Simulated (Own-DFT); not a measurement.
## Calculated data, GaN (wurtzite, strained, atoms displaced)

Computed with Own-DFT development build. A calculation, not a measurement: plane-wave PBE density functional theory by an unreviewed code, no spin, of a simulated periodic cell, stress positive in tension, free energy of the whole cell less one offset for each atom, forces on such cells passed a denser k mesh, this cell's mesh not checked; offsets are fitted by least squares, one for each functional and potential file, so energies compare only between cells with the same atoms and settings and are not formation energies; the far tail of each file's local potential was reset to the Coulomb form; each entry is a single point on an unrelaxed cell, so the pressure reflects the starting lattice, mostly measured values (interpolated for alloys), from which strain is counted, and rises with the displacements; printed positions are rounded, which can move forces by about a meV/angstrom; the program, named Own-DFT, is a retired in-house code; no spin-orbit coupling.

Settings shared by all entries: functional PBE; potential files PseudoDojo norm-conserving, scalar-relativistic, standard set with the stringent files for Ga; wave cutoff 96 hartree; occupations Gaussian; smearing width 0.01 eV; k mesh 3 x 4 x 3 centred on Gamma.

```json
{"entry": 1, "formula": "GaN", "kind": "wurtzite, strained, atoms displaced", "structure": {"cell_angstrom": [[12.756, 0.0, 0.0], [-4.7835, 8.2853, 0.0], [0.0, 0.0, 10.3959]], "atoms_fractional": [["Ga", 0.08404, 0.22836, 0.00629], ["Ga", 0.15884, 0.0978, 0.24876], ["N", 0.08436, 0.22636, 0.18212], ["N", 0.16317, 0.11418, 0.43953], ["Ga", 0.08358, 0.2204, 0.49785], ["Ga", 0.16741, 0.10991, 0.74748], ["N", 0.08806, 0.22795, 0.68875], ["N", 0.15681, 0.10883, 0.93955], ["Ga", 0.09173, 0.56197, 0.99644], ["Ga", 0.16619, 0.4553, 0.24791], ["N", 0.08053, 0.55794, 0.19576], ["N", 0.166, 0.43557, 0.43638], ["Ga", 0.08363, 0.54548, 0.49285], ["Ga", 0.16587, 0.44532, 0.74894], ["N", 0.07782, 0.55341, 0.68686], ["N", 0.17279, 0.44464, 0.92637], ["Ga", 0.08509, 0.88861, 0.00354], ["Ga", 0.16283, 0.77403, 0.24655], ["N", 0.08747, 0.89404, 0.18878], ["N", 0.16588, 0.77763, 0.43939], ["Ga", 0.08198, 0.87567, 0.49818], ["Ga", 0.16196, 0.76657, 0.75227], ["N", 0.08867, 0.89777, 0.68872], ["N", 0.16124, 0.77502, 0.94635], ["Ga", 0.33205, 0.22715, 0.01042], ["Ga", 0.42328, 0.115, 0.24487], ["N", 0.3304, 0.22588, 0.18662], ["N", 0.41948, 0.11273, 0.43867], ["Ga", 0.33303, 0.22109, 0.49966], ["Ga", 0.41972, 0.11383, 0.75515], ["N", 0.33542, 0.22261, 0.68574], ["N", 0.42949, 0.10474, 0.93367], ["Ga", 0.33549, 0.55386, 5e-05], ["Ga", 0.41612, 0.44455, 0.24644], ["N", 0.33561, 0.55221, 0.18136], ["N", 0.42267, 0.44896, 0.43747], ["Ga", 0.33847, 0.5678, 0.49911], ["Ga", 0.42729, 0.45701, 0.75577], ["N", 0.33255, 0.54859, 0.68729], ["N", 0.4035, 0.43938, 0.93974], ["Ga", 0.334, 0.89032, 0.99466], ["Ga", 0.41968, 0.77508, 0.25407], ["N", 0.34823, 0.9074, 0.18657], ["N", 0.40824, 0.77009, 0.43236], ["Ga", 0.32751, 0.88993, 0.50226], ["Ga", 0.42093, 0.78095, 0.74982], ["N", 0.32565, 0.87728, 0.69101], ["N", 0.40908, 0.76608, 0.94359], ["Ga", 0.5836, 0.2234, 0.99405], ["Ga", 0.67426, 0.11584, 0.24184], ["N", 0.5783, 0.2275, 0.19383], ["N", 0.66381, 0.11363, 0.43393], ["Ga", 0.58605, 0.22114, 0.49201], ["Ga", 0.66745, 0.10714, 0.74855], ["N", 0.59239, 0.2324, 0.68387], ["N", 0.67081, 0.11455, 0.94936], ["Ga", 0.58498, 0.5605, 0.00149], ["Ga", 0.66328, 0.44552, 0.2509], ["N", 0.58294, 0.56272, 0.19119], ["N", 0.66248, 0.44814, 0.44322], ["Ga", 0.58627, 0.55738, 0.49961], ["Ga", 0.6659, 0.44054, 0.75432], ["N", 0.58742, 0.56639, 0.6974], ["N", 0.66663, 0.44377, 0.93097], ["Ga", 0.58639, 0.89963, 0.99909], ["Ga", 0.66951, 0.7814, 0.2506], ["N", 0.57836, 0.89151, 0.1804], ["N", 0.66852, 0.77575, 0.44583], ["Ga", 0.569, 0.885, 0.49525], ["Ga", 0.66829, 0.77294, 0.74629], ["N", 0.58681, 0.8904, 0.68945], ["N", 0.65513, 0.77217, 0.94502], ["Ga", 0.8349, 0.21886, 0.99986], ["Ga", 0.90446, 0.10222, 0.23807], ["N", 0.83403, 0.22296, 0.198], ["N", 0.91667, 0.11618, 0.4467], ["Ga", 0.83585, 0.22159, 0.50503], ["Ga", 0.92083, 0.11893, 0.75098], ["N", 0.83202, 0.22183, 0.68996], ["N", 0.91977, 0.1089, 0.94245], ["Ga", 0.8375, 0.56114, 0.99994], ["Ga", 0.91998, 0.44297, 0.24825], ["N", 0.83854, 0.55204, 0.18875], ["N", 0.92125, 0.44158, 0.4337], ["Ga", 0.82574, 0.54673, 0.50165], ["Ga", 0.91602, 0.44275, 0.75318], ["N", 0.8242, 0.5523, 0.69853], ["N", 0.91121, 0.43774, 0.93545], ["Ga", 0.83318, 0.88971, 0.00259], ["Ga", 0.92443, 0.78457, 0.24557], ["N", 0.82835, 0.88245, 0.18291], ["N", 0.91676, 0.77769, 0.44092], ["Ga", 0.83171, 0.89533, 0.50634], ["Ga", 0.9128, 0.77735, 0.7573], ["N", 0.83843, 0.89429, 0.68764], ["N", 0.91699, 0.77852, 0.93807]]}, "results": {"free_energy_of_cell_above_offsets [eV]": "-4.069", "pressure [GPa]": 6.87, "stress_xx [GPa]": -6.01, "stress_yy [GPa]": -8.67, "stress_zz [GPa]": -5.93, "stress_yz [GPa]": -0.18, "stress_xz [GPa]": 0.57, "stress_xy [GPa]": -0.1, "force_element": ["Ga", "Ga", "N", "N", "Ga", "Ga", "N", "N", "Ga", "Ga", "N", "N", "Ga", "Ga", "N", "N", "Ga", "Ga", "N", "N", "Ga", "Ga", "N", "N", "Ga", "Ga", "N", "N", "Ga", "Ga", "N", "N", "Ga", "Ga", "N", "N", "Ga", "Ga", "N", "N", "Ga", "Ga", "N", "N", "Ga", "Ga", "N", "N", "Ga", "Ga", "N", "N", "Ga", "Ga", "N", "N", "Ga", "Ga", "N", "N", "Ga", "Ga", "N", "N", "Ga", "Ga", "N", "N", "Ga", "Ga", "N", "N", "Ga", "Ga", "N", "N", "Ga", "Ga", "N", "N", "Ga", "Ga", "N", "N", "Ga", "Ga", "N", "N", "Ga", "Ga", "N", "N", "Ga", "Ga", "N", "N"], "force_x [eV/angstrom]": [0.465, 0.026, -0.744, 1.48, -0.383, 0.059, -0.548, 1.829, -0.489, 1.771, 0.894, 0.282, -0.262, 0.466, 0.547, -1.428, -1.009, 1.537, 0.003, 0.806, -1.555, -0.802, -0.221, 0.905, -0.298, -2.271, 0.562, -0.538, -0.098, -0.141, 0.401, -2.79, -1.346, 0.035, -1.317, -0.887, 0.333, -1.423, -0.015, 3.231, 0.503, -0.904, -1.309, -0.386, 0.514, -0.566, 0.844, 0.557, 1.003, -2.725, 2.801, 1.496, -1.115, -0.54, -0.489, -0.213, -0.372, 0.564, 0.645, 1.397, -1.194, -1.003, 0.737, -0.345, -0.95, -1.249, 1.55, -1.321, 2.245, -0.043, -0.516, 1.62, 0.236, 2.571, 0.205, 0.341, -1.079, 0.551, 0.311, -0.891, -0.327, -1.062, -1.266, -1.478, 1.069, -0.869, 2.092, 1.081, -0.485, -1.16, 0.948, -0.466, 1.109, 0.985, -0.605, -0.116], "force_y [eV/angstrom]": [0.018, 3.622, -0.398, -1.403, -0.088, 1.129, -0.596, -0.07, -2.123, -1.597, 0.181, 1.566, 0.808, 0.121, -0.398, 0.225, 0.889, 1.758, -1.823, -1.116, 1.735, 1.266, -2.312, 0.847, -1.018, 0.148, -0.94, -0.518, 0.515, -0.09, 0.463, 0.178, 0.248, -0.068, 0.716, -0.189, -3.424, -1.757, 1.394, -0.285, -0.539, 0.297, -3.296, 1.814, 0.474, -1.138, 1.091, 2.069, 1.093, -0.836, 0.916, -0.945, 0.604, 0.938, -1.959, 0.319, -1.423, 0.702, -0.547, -0.87, 0.038, 0.383, -2.327, 0.455, -1.983, -0.258, 0.262, 1.07, 0.918, 2.515, -0.346, 1.495, 0.626, 0.736, 0.644, -1.001, 0.181, -0.473, 0.098, 0.237, -1.116, -0.128, 0.718, -0.042, 1.037, 0.14, 0.897, 0.782, -0.685, -1.46, 0.324, -0.328, -0.24, 0.333, -0.077, 0.198], "force_z [eV/angstrom]": [-1.93, 1.161, 2.223, -0.779, 0.746, 0.68, -0.306, 0.034, 0.339, 0.364, -2.041, -0.346, 0.97, -1.276, -0.4, 2.578, -0.934, 0.76, -0.629, -1.085, 1.07, -0.111, 0.01, -1.069, -2.358, 1.66, 1.448, -0.283, -0.219, -2.052, 0.935, 0.52, -0.043, 1.111, 1.461, -0.13, 0.807, -0.651, -0.228, -0.309, 1.022, -2.28, -0.41, 0.754, -0.03, 0.626, -0.106, -1.278, 1.604, 1.111, -1.7, -0.132, 1.125, 0.445, 0.178, -1.672, 0.095, 0.134, -0.525, -1.127, 1.058, -1.098, -1.616, 2.641, -0.216, 0.627, 1.854, -1.165, 0.523, 1.334, -0.616, -1.367, 0.274, 2.062, -2.242, -1.75, -0.72, 0.006, 0.301, -0.419, -0.012, 0.783, -0.156, 0.877, 0.3, -0.713, -1.493, 1.249, -1.499, 1.363, 0.979, -0.644, -0.899, -1.653, 1.334, 1.185]}}
{"entry": 2, "formula": "GaN", "kind": "wurtzite, strained, atoms displaced", "structure": {"cell_angstrom": [[12.756, 0.0, 0.0], [-4.7835, 8.2853, 0.0], [0.0, 0.0, 10.3959]], "atoms_fractional": [["Ga", 0.08311, 0.22394, 0.99598], ["Ga", 0.1638, 0.09904, 0.24967], ["N", 0.08665, 0.21724, 0.19473], ["N", 0.16471, 0.10695, 0.43802], ["Ga", 0.08159, 0.22089, 0.49261], ["Ga", 0.15711, 0.10976, 0.755], ["N", 0.09204, 0.22557, 0.68545], ["N", 0.16688, 0.09599, 0.94001], ["Ga", 0.0827, 0.54843, 0.99669], ["Ga", 0.16787, 0.44126, 0.24998], ["N", 0.08383, 0.55142, 0.18144], ["N", 0.16081, 0.44516, 0.43881], ["Ga", 0.08441, 0.56123, 0.50202], ["Ga", 0.16224, 0.45059, 0.75317], ["N", 0.07908, 0.557, 0.69269], ["N", 0.16941, 0.44316, 0.93734], ["Ga", 0.08593, 0.88827, 0.00067], ["Ga", 0.16991, 0.78322, 0.24766], ["N", 0.08403, 0.89211, 0.18759], ["N", 0.16947, 0.78548, 0.43196], ["Ga", 0.08974, 0.89549, 0.49568], ["Ga", 0.1639, 0.77475, 0.75924], ["N", 0.07676, 0.88603, 0.6907], ["N", 0.16822, 0.77464, 0.94471], ["Ga", 0.33025, 0.22292, 0.00643], ["Ga", 0.42088, 0.11185, 0.24776], ["N", 0.33008, 0.21809, 0.18498], ["N", 0.41508, 0.10025, 0.43371], ["Ga", 0.3356, 0.22811, 0.50332], ["Ga", 0.41714, 0.11508, 0.7524], ["N", 0.33254, 0.22547, 0.69746], ["N", 0.41896, 0.11315, 0.94356], ["Ga", 0.34381, 0.55763, 0.00805], ["Ga", 0.41197, 0.43542, 0.24778], ["N", 0.32375, 0.55288, 0.18232], ["N", 0.41715, 0.44491, 0.44271], ["Ga", 0.33183, 0.55125, 0.49926], ["Ga", 0.41661, 0.44802, 0.74857], ["N", 0.33396, 0.55883, 0.69119], ["N", 0.41965, 0.44837, 0.94083], ["Ga", 0.33856, 0.90493, 0.99705], ["Ga", 0.41937, 0.77774, 0.24511], ["N", 0.32452, 0.88442, 0.18937], ["N", 0.41696, 0.77624, 0.44362], ["Ga", 0.33649, 0.89527, 0.49343], ["Ga", 0.41458, 0.77645, 0.74652], ["N", 0.33415, 0.8913, 0.69348], ["N", 0.40524, 0.7738, 0.93213], ["Ga", 0.57936, 0.22626, 0.99543], ["Ga", 0.66944, 0.1128, 0.25333], ["N", 0.58799, 0.22635, 0.19184], ["N", 0.66678, 0.11361, 0.44062], ["Ga", 0.58395, 0.22737, 0.49874], ["Ga", 0.66963, 0.113, 0.744], ["N", 0.57882, 0.21981, 0.67707], ["N", 0.66605, 0.11244, 0.93282], ["Ga", 0.57995, 0.54104, 0.99698], ["Ga", 0.67158, 0.45342, 0.26022], ["N", 0.58571, 0.55757, 0.18627], ["N", 0.66605, 0.44907, 0.44547], ["Ga", 0.57681, 0.54664, 0.49886], ["Ga", 0.66336, 0.44364, 0.75031], ["N", 0.57746, 0.54841, 0.68663], ["N", 0.65974, 0.43511, 0.92662], ["Ga", 0.58759, 0.89979, 0.00165], ["Ga", 0.66211, 0.76551, 0.24791], ["N", 0.5859, 0.8889, 0.18624], ["N", 0.66859, 0.78647, 0.4359], ["Ga", 0.58523, 0.88711, 0.50149], ["Ga", 0.66191, 0.77675, 0.75106], ["N", 0.57815, 0.89323, 0.68589], ["N", 0.66292, 0.77682, 0.94321], ["Ga", 0.83467, 0.22003, 0.99961], ["Ga", 0.91393, 0.1102, 0.26012], ["N", 0.83607, 0.22439, 0.17541], ["N", 0.92144, 0.10893, 0.44249], ["Ga", 0.83394, 0.23014, 0.49275], ["Ga", 0.91921, 0.10783, 0.7516], ["N", 0.8417, 0.22264, 0.68764], ["N", 0.92007, 0.11074, 0.93772], ["Ga", 0.8319, 0.54884, 0.99591], ["Ga", 0.91047, 0.44102, 0.25101], ["N", 0.83431, 0.54919, 0.18616], ["N", 0.91808, 0.45117, 0.43774], ["Ga", 0.84001, 0.55188, 0.49476], ["Ga", 0.91933, 0.43595, 0.75406], ["N", 0.834, 0.56138, 0.68464], ["N", 0.92017, 0.44492, 0.94188], ["Ga", 0.83134, 0.89816, 0.0015], ["Ga", 0.91688, 0.78001, 0.24878], ["N", 0.83048, 0.88302, 0.19201], ["N", 0.91346, 0.77251, 0.43593], ["Ga", 0.83254, 0.89381, 0.50257], ["Ga", 0.9148, 0.77455, 0.74903], ["N", 0.84072, 0.90095, 0.6827], ["N", 0.91728, 0.78883, 0.94067]]}, "results": {"free_energy_of_cell_above_offsets [eV]": "-5.601", "pressure [GPa]": 6.21, "stress_xx [GPa]": -5.47, "stress_yy [GPa]": -7.1, "stress_zz [GPa]": -6.06, "stress_yz [GPa]": 0.3, "stress_xz [GPa]": 0.24, "stress_xy [GPa]": 0.03, "force_element": ["Ga", "Ga", "N", "N", "Ga", "Ga", "N", "N", "Ga", "Ga", "N", "N", "Ga", "Ga", "N", "N", "Ga", "Ga", "N", "N", "Ga", "Ga", "N", "N", "Ga", "Ga", "N", "N", "Ga", "Ga", "N", "N", "Ga", "Ga", "N", "N", "Ga", "Ga", "N", "N", "Ga", "Ga", "N", "N", "Ga", "Ga", "N", "N", "Ga", "Ga", "N", "N", "Ga", "Ga", "N", "N", "Ga", "Ga", "N", "N", "Ga", "Ga", "N", "N", "Ga", "Ga", "N", "N", "Ga", "Ga", "N", "N", "Ga", "Ga", "N", "N", "Ga", "Ga", "N", "N", "Ga", "Ga", "N", "N", "Ga", "Ga", "N", "N", "Ga", "Ga", "N", "N", "Ga", "Ga", "N", "N"], "force_x [eV/angstrom]": [1.152, -0.217, -1.02, 0.585, 1.204, 2.156, -2.154, -0.872, 0.737, -1.724, -0.638, 0.976, 0.187, 1.736, 0.611, 0.283, -0.576, -1.367, 0.03, 0.234, -1.131, -0.078, 1.361, -0.388, 0.154, -0.384, 0.566, -0.474, -0.01, -0.151, -0.13, -1.071, -1.903, -0.106, 2.371, -0.649, -0.942, -0.738, -0.434, -0.132, 0.033, -0.946, 2.763, 0.113, 0.001, -0.447, -0.893, 1.638, 1.826, 0.006, -0.283, 0.354, -0.254, -0.382, 0.675, 0.096, 0.128, 0.004, -0.432, 0.79, 0.704, 0.823, 0.37, 0.93, -0.952, 0.025, -0.334, 0.33, -0.845, 0.431, 1.473, 0.294, -0.377, 0.695, -0.13, -2.115, 0.933, 0.492, -1.133, -0.729, -0.445, 2.114, -1.323, 1.62, -2.695, -1.8, 0.294, -0.746, 0.668, 0.408, -0.503, 0.258, 0.742, -0.485, -0.956, 0.122], "force_y [eV/angstrom]": [-0.424, 1.537, 0.033, 1.615, 0.626, -0.726, 0.775, 2.604, 0.992, -0.228, 0.101, 0.063, 0.609, -0.698, 0.283, -0.14, -1.534, -1.994, -1.58, -0.972, -1.52, 1.243, 0.428, 0.159, -0.081, -0.435, 0.081, 3.138, -1.701, -0.538, -0.456, 1.446, 0.744, 0.923, 0.449, -0.531, 0.67, -0.417, -0.726, -1.205, -3.17, 0.047, 1.56, -0.158, -1.981, 0.435, -0.026, 0.657, -0.721, -0.183, 0.254, 0.132, -0.84, 0.301, 0.431, 0.795, 1.977, -0.738, -2.034, -0.253, 2.212, -0.057, 1.292, 1.073, -1.415, 2.081, 0.178, -1.516, 0.263, 0.386, -0.383, -0.28, 0.14, -0.209, -0.732, 0.672, -0.901, 0.993, -0.216, 0.543, 1.225, 0.417, 0.921, -1.372, 1.808, 0.86, -1.748, -0.669, -1.502, -0.516, 0.937, 0.817, -1.359, 0.529, -2.02, -1.548], "force_z [eV/angstrom]": [1.258, 0.442, -0.807, -0.236, 1.339, -0.244, -0.171, -0.171, 0.986, -0.037, 1.458, -0.028, -0.132, -0.55, -0.869, 0.208, 0.268, -0.255, -0.197, 0.966, 1.303, -0.757, -0.567, -0.337, -1.8, -0.069, 1.418, -0.024, 0.474, -0.363, -0.956, -0.981, -2.388, 0.175, 2.072, -1.58, 0.699, 0.684, -0.779, -0.395, 0.814, 0.733, -0.865, -1.248, 1.752, 0.495, -0.918, 1.313, 1.27, -0.711, -0.604, -0.38, -0.788, 0.019, 2.097, 0.173, 0.453, -1.091, -0.012, -0.833, 0.694, -2.417, 0.08, 1.85, -0.863, 0.491, 0.498, 0.132, -0.226, -0.161, 0.302, -0.727, -1.554, -1.839, 3.282, -0.533, 1.348, -0.486, -0.607, -0.186, 0.106, -1.055, -0.122, -0.771, 1.693, -0.165, 0.471, -0.914, 0.483, 0.019, -0.39, 0.147, -0.75, 0.39, 1.207, -0.145]}}
```
